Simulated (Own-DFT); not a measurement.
GaN (wurtzite, atoms displaced) (calculated)

All values are calculated (Own-DFT development build). A calculation, not a measurement: plane-wave PBE density functional theory by an unreviewed code, no spin, of a simulated periodic cell, stress positive in tension, free energy of the whole cell less one offset for each atom, forces on such cells passed a denser k mesh, this cell's mesh not checked; offsets are fitted by least squares, one for each functional and potential file, so energies compare only between cells with the same atoms and settings and are not formation energies; the far tail of each file's local potential was reset to the Coulomb form; each entry is a single point on an unrelaxed cell, so the pressure reflects the starting lattice, mostly measured values (interpolated for alloys), from which strain is counted, and rises with the displacements; printed positions are rounded, which can move forces by about a meV/angstrom; the program, named Own-DFT, is a retired in-house code; no spin-orbit coupling.

```json
{"formula": "GaN", "kind": "wurtzite, atoms displaced", "structure": {"cell_angstrom": [[12.756, 0.0, 0.0], [-4.7835, 8.2853, 0.0], [0.0, 0.0, 10.37]], "atoms_fractional": [["Ga", 0.08373, 0.22166, 0.9982], ["Ga", 0.16126, 0.10755, 0.25091], ["N", 0.0826, 0.22187, 0.18865], ["N", 0.1668, 0.11308, 0.4353], ["Ga", 0.0868, 0.22593, 0.49927], ["Ga", 0.16691, 0.11146, 0.75048], ["N", 0.07967, 0.21899, 0.68774], ["N", 0.16767, 0.10991, 0.93919], ["Ga", 0.08264, 0.55363, 0.9995], ["Ga", 0.16694, 0.44528, 0.24726], ["N", 0.08546, 0.55918, 0.18641], ["N", 0.1631, 0.44264, 0.43799], ["Ga", 0.07976, 0.55548, 0.50176], ["Ga", 0.16648, 0.44351, 0.75154], ["N", 0.0824, 0.55812, 0.68844], ["N", 0.16921, 0.44394, 0.93775], ["Ga", 0.08312, 0.89076, 0.99881], ["Ga", 0.16895, 0.78035, 0.25224], ["N", 0.08496, 0.89052, 0.18841], ["N", 0.16853, 0.77598, 0.43996], ["Ga", 0.08476, 0.89536, 0.49729], ["Ga", 0.16821, 0.77688, 0.75154], ["N", 0.08488, 0.89049, 0.68649], ["N", 0.1664, 0.77841, 0.93602], ["Ga", 0.33405, 0.22461, 0.99821], ["Ga", 0.41701, 0.11442, 0.24495], ["N", 0.33295, 0.21981, 0.18989], ["N", 0.41442, 0.10898, 0.44133], ["Ga", 0.33442, 0.22627, 0.50298], ["Ga", 0.41606, 0.11034, 0.75053], ["N", 0.33369, 0.22043, 0.68983], ["N", 0.41442, 0.10957, 0.93598], ["Ga", 0.33279, 0.55129, 0.00073], ["Ga", 0.41533, 0.44323, 0.25261], ["N", 0.33391, 0.55632, 0.18768], ["N", 0.41753, 0.44866, 0.43757], ["Ga", 0.33181, 0.55541, 0.49996], ["Ga", 0.41785, 0.45082, 0.74907], ["N", 0.33187, 0.55609, 0.68908], ["N", 0.41904, 0.44654, 0.93623], ["Ga", 0.33338, 0.88821, 0.99788], ["Ga", 0.41583, 0.77441, 0.25151], ["N", 0.32991, 0.88621, 0.1869], ["N", 0.41735, 0.77841, 0.43864], ["Ga", 0.33211, 0.88762, 0.49537], ["Ga", 0.41403, 0.77464, 0.74724], ["N", 0.33482, 0.89212, 0.68894], ["N", 0.41615, 0.77296, 0.93938], ["Ga", 0.58296, 0.22338, 0.99811], ["Ga", 0.66647, 0.1121, 0.25554], ["N", 0.58273, 0.21802, 0.18672], ["N", 0.66841, 0.11209, 0.43808], ["Ga", 0.58283, 0.22096, 0.49738], ["Ga", 0.66876, 0.11266, 0.74932], ["N", 0.57866, 0.2188, 0.68506], ["N", 0.6666, 0.11217, 0.94128], ["Ga", 0.58232, 0.55577, 0.00144], ["Ga", 0.66819, 0.4438, 0.25229], ["N", 0.58115, 0.55689, 0.18572], ["N", 0.66285, 0.444, 0.4379], ["Ga", 0.5852, 0.55631, 0.5012], ["Ga", 0.66665, 0.44389, 0.75342], ["N", 0.58255, 0.55421, 0.68686], ["N", 0.66651, 0.44276, 0.94073], ["Ga", 0.58198, 0.88909, 0.99813], ["Ga", 0.66569, 0.77593, 0.25223], ["N", 0.58449, 0.89044, 0.18996], ["N", 0.66613, 0.77814, 0.43991], ["Ga", 0.58338, 0.88624, 0.49856], ["Ga", 0.66752, 0.77698, 0.75394], ["N", 0.58532, 0.8888, 0.68798], ["N", 0.667, 0.77601, 0.9355], ["Ga", 0.83295, 0.22449, 0.99874], ["Ga", 0.91401, 0.10539, 0.24407], ["N", 0.83011, 0.22325, 0.18939], ["N", 0.91802, 0.11223, 0.44309], ["Ga", 0.83053, 0.21836, 0.50194], ["Ga", 0.91791, 0.11382, 0.7467], ["N", 0.8339, 0.22111, 0.68902], ["N", 0.91291, 0.11378, 0.93796], ["Ga", 0.83144, 0.55623, 0.99945], ["Ga", 0.9159, 0.44619, 0.24996], ["N", 0.83377, 0.55955, 0.18748], ["N", 0.9162, 0.44189, 0.43986], ["Ga", 0.83441, 0.55355, 0.50057], ["Ga", 0.9164, 0.44421, 0.74831], ["N", 0.83139, 0.55619, 0.68977], ["N", 0.91543, 0.44237, 0.93886], ["Ga", 0.83019, 0.88644, 0.99981], ["Ga", 0.91712, 0.77694, 0.25109], ["N", 0.8334, 0.88849, 0.18763], ["N", 0.91509, 0.77709, 0.436], ["Ga", 0.82904, 0.88406, 0.50203], ["Ga", 0.91854, 0.77816, 0.75138], ["N", 0.83607, 0.89338, 0.69176], ["N", 0.91669, 0.7771, 0.94078]]}, "settings": {"functional": "PBE", "potential_files": "PseudoDojo norm-conserving, scalar-relativistic, standard set with the stringent files for Ga", "wave_cutoff [hartree]": 96.0, "occupations": "Gaussian", "smearing_width [eV]": 0.01, "k_mesh": "3 x 4 x 3 centred on Gamma"}, "results": {"free_energy_of_cell_above_offsets [eV]": "-10.332", "pressure [GPa]": 5.4, "stress_xx [GPa]": -4.98, "stress_yy [GPa]": -5.34, "stress_zz [GPa]": -5.86, "stress_yz [GPa]": -0.05, "stress_xz [GPa]": 0.04, "stress_xy [GPa]": -0.3, "force_element": ["Ga", "Ga", "N", "N", "Ga", "Ga", "N", "N", "Ga", "Ga", "N", "N", "Ga", "Ga", "N", "N", "Ga", "Ga", "N", "N", "Ga", "Ga", "N", "N", "Ga", "Ga", "N", "N", "Ga", "Ga", "N", "N", "Ga", "Ga", "N", "N", "Ga", "Ga", "N", "N", "Ga", "Ga", "N", "N", "Ga", "Ga", "N", "N", "Ga", "Ga", "N", "N", "Ga", "Ga", "N", "N", "Ga", "Ga", "N", "N", "Ga", "Ga", "N", "N", "Ga", "Ga", "N", "N", "Ga", "Ga", "N", "N", "Ga", "Ga", "N", "N", "Ga", "Ga", "N", "N", "Ga", "Ga", "N", "N", "Ga", "Ga", "N", "N", "Ga", "Ga", "N", "N", "Ga", "Ga", "N", "N"], "force_x [eV/angstrom]": [-0.432, 0.753, -0.128, 0.288, -0.679, -0.04, 0.969, -0.369, -0.029, -0.245, -0.332, 0.361, 0.628, -0.398, 0.409, -0.497, 0.37, -0.352, -0.264, -1.006, 0.168, -0.26, -0.04, -0.028, 0.175, 0.256, -0.792, 0.043, 0.19, 0.029, -0.566, 0.298, 0.127, 0.086, 0.008, 0.076, -0.24, 0.285, -0.028, -0.226, -0.006, -0.105, 0.844, -0.024, 0.317, 0.314, 0.009, -0.285, -0.017, 0.099, -0.182, -0.463, -0.363, -0.634, 0.952, -0.159, 0.231, -0.598, 0.538, 0.966, -0.555, -0.349, 0.231, -0.388, 0.269, -0.072, -0.104, 0.139, -0.351, 0.03, -0.28, -0.404, -0.227, -0.386, 0.631, -0.15, 0.741, -0.229, -0.426, 1.035, 0.608, 0.432, 0.056, -0.429, -0.535, -0.137, 0.317, -0.113, 0.312, -0.024, -0.124, 0.237, 0.672, -0.148, -0.087, -0.195], "force_y [eV/angstrom]": [-0.262, 0.551, 0.071, 0.275, -0.581, -0.061, 0.815, 0.352, 0.344, -0.078, -0.36, 0.708, -0.03, -0.143, -0.489, -0.111, -0.421, -0.285, -0.446, 0.107, -0.788, 0.511, -0.192, -0.259, -0.193, -0.799, 0.517, 0.48, -0.362, -0.009, 0.766, 0.278, 0.497, -0.097, -0.454, -0.258, 0.022, -0.856, -0.318, -0.284, -0.239, 0.699, 0.448, -0.23, 0.326, 0.919, -0.722, 0.273, -0.58, -0.308, 0.727, -0.342, -0.155, -0.286, 0.613, -0.153, 0.035, -0.043, -0.362, -0.012, -0.021, -0.422, 0.275, 0.351, -0.023, 0.256, -0.255, -0.374, 0.44, 0.17, -0.157, 0.0, -0.243, 1.08, 0.037, -0.527, 0.237, -0.371, 0.453, -0.446, -0.127, -0.139, -0.526, 0.045, 0.193, 0.038, -0.109, 0.622, 0.561, 0.383, -0.621, -0.092, 0.946, 0.31, -0.915, 0.2], "force_z [eV/angstrom]": [0.146, -0.462, -0.395, 0.572, 0.034, -0.151, 0.113, -0.221, -0.132, 0.363, 0.327, -0.103, -0.2, -0.428, 0.206, 0.147, 0.346, -0.277, -0.009, -0.221, 0.323, -0.56, 0.132, 0.507, 0.37, 0.862, -0.481, -0.889, -0.424, -0.287, 0.023, 0.527, -0.011, -0.534, 0.165, 0.535, -0.144, -0.066, -0.399, 0.134, 0.19, -0.5, 0.094, 0.039, 0.939, 0.414, -0.389, -0.388, 0.278, -1.111, 0.259, 0.588, 0.301, 0.202, 0.521, -0.747, -0.261, -0.724, 0.766, 0.09, -0.063, -0.569, 0.444, -0.248, 0.46, -0.414, -0.1, -0.274, 0.475, -1.083, 0.069, 0.932, 0.606, 1.173, -0.099, -0.839, -0.285, 0.712, -0.102, -0.025, 0.134, -0.128, 0.158, -0.204, -0.05, 0.377, -0.149, -0.292, -0.182, -0.411, -0.019, 0.64, 0.116, -0.152, -0.284, -0.323]}}
```
